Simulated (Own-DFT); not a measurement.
# Strain and stress in 2H SiC, 32 atoms (C16Si16)

Calculated results; nothing here was measured. They come from Own-DFT, an in-house plane-wave density functional program, since retired, whose code no person has reviewed. Each row is one single-point run on a periodic cell that was not relaxed, without spin or spin-orbit coupling.

Settings of every run: PBE; PseudoDojo norm-conserving scalar-relativistic files; cutoff 42 hartree; 5 x 5 x 3 k mesh centred on Gamma; Fermi-Dirac smearing of 0.1 eV.

Known limits: forces on such cells passed a denser k mesh, each cell not checked; stress not checked against mesh or cutoff.

Unstrained cell vectors in Å: (6.165, 0.000, 0.000); (-3.083, 5.339, 0.000); (0.000, 0.000, 10.068). The unstrained cell has measured lattice constants (interpolated for alloys), not those of this functional. That, the random moves and any unrelaxed bonds set the pressure at no strain. Each run strains this cell uniformly, with the atoms carried along. Every atom was also moved at random, by a Gaussian of width 0.05 Å on each axis. Strain is the symmetric tensor, in per cent. Stress is positive in tension, and the pressure is minus a third of its trace.

```
run  e_xx (%)  e_yy (%)  e_zz (%)  e_yz (%)  e_xz (%)  e_xy (%)  s_xx (GPa)  s_yy (GPa)  s_zz (GPa)  s_yz (GPa)  s_xz (GPa)  s_xy (GPa)  P (GPa)  E (meV/atom)
  1      0.96     -1.13     -1.24     -0.83      0.67     -0.71        2.03       -8.94      -17.79       -2.15        2.15       -4.34     8.23           0.0
  2     -0.63     -0.84     -0.67      0.85      0.78     -1.28       -7.94      -10.77      -16.17        3.94        2.00       -5.74    11.63          76.5
  3     -1.95     -0.26     -0.58      1.93     -0.83      0.20      -13.59       -9.08      -11.87        6.98       -1.38       -0.18    11.51          20.5
  4      0.07     -0.67     -1.86      1.63     -0.15     -1.42       -5.01       -8.98      -22.73        6.55        0.88       -8.74    12.24          50.5
  5      1.36     -0.09     -0.54      0.51     -1.95      0.94        4.00       -4.26      -11.54        1.53       -6.19        3.46     3.93          25.2
  6      0.91     -0.73     -1.87      0.27     -1.53     -1.66       -0.61      -10.67      -16.75        0.72       -6.68       -8.20     9.34          29.0
  7     -0.32     -1.14     -0.57     -1.51      1.14     -1.00       -3.67      -12.58      -13.89       -5.18        1.76       -5.66    10.05          28.5
  8      1.49      1.30     -0.91     -1.86     -1.26      0.03        5.56        4.34      -16.93       -4.80       -3.97       -1.14     2.34          48.7
  9      1.21     -0.69      0.27     -1.09      1.71     -1.88        1.88       -8.17       -4.93       -4.99        5.22       -6.52     3.74          24.9
 10      1.85     -1.21      1.28      0.12     -0.37      1.38        3.51      -10.51        2.12        0.62       -1.19        6.07     1.62          21.6
 11     -0.37     -1.34     -0.38     -1.65      1.95     -1.81       -9.98      -15.16      -11.72       -7.52        7.73      -10.11    12.29          72.4
 12     -1.48     -1.41     -1.13      1.83      0.82     -1.35      -17.79      -15.01      -12.23        5.30        2.48       -5.45    15.01          31.0
 13     -1.50     -1.92      0.14     -1.76     -0.24      1.97      -15.87      -19.18       -5.13       -6.37       -2.00        9.55    13.39          26.8
 14      0.87     -1.83     -1.84      0.27      0.76      0.68       -4.57      -13.19      -17.61        0.99        1.67        3.28    11.79          18.3
 15      1.28      1.88      1.96      0.90      1.90      0.51        4.53        6.86        4.55        2.15        5.82        1.47    -5.31          16.3
 16      1.50     -0.36      1.43     -0.22      0.10      0.05        3.04       -5.37        0.67       -0.35        1.05       -2.54     0.55          41.5
 17     -0.29     -1.52     -1.46     -1.98      1.31     -0.51       -9.04      -15.14      -15.59       -6.67        5.71       -2.84    13.26          29.7
 18     -0.72      1.96     -1.55     -1.32      0.82     -1.54           ?           ?           ?           ?           ?           ?        ?             ?
```

E is the free energy for each atom above the lowest run shown.

## Worked fit

Each stress component was fitted by least squares to a constant and the strains of the runs shown, as fractions, with shears doubled. Shear strains stay in the fit of a normal stress only where such slopes are resolved. The slopes, in GPa:

```
stress  at no strain  per e_xx   per e_yy  per e_zz  scatter
  s_xx          -4.2  543 ± 46   171 ± 56   -8 ± 47     1.97
  s_yy          -5.5  136 ± 25   580 ± 30  -16 ± 25     1.06
  s_zz          -8.7   21 ± 52  -105 ± 64  675 ± 54     2.25
```

Each shear stress against twice its own strain: yz 171 ± 9, xz 167 ± 18, xy 234 ± 20 GPa. These are stiffnesses along x, y and z of the frame in which the cell vectors are given, which need not be the crystal's axes. The atoms are held to the strained lattice; where symmetry lets them move under strain, relaxing them would lower some slopes. The table should be nearly symmetric about its diagonal, and what it lacks of that shows the noise. A ninth of its sum, 222 ± 7 GPa, estimates the bulk modulus near the mean pressure of these runs, 8.0 GPa, so it lies above the value at zero pressure.

## Withheld run

Question: what normal stresses and pressure should run 18 give?

The fit gives s_xx = -4.6, s_yy = 5.1, s_zz = -21.4 and P = 7.0 GPa. The calculation gave -6.03, 6.56, -20.88 and P = 6.78 GPa.
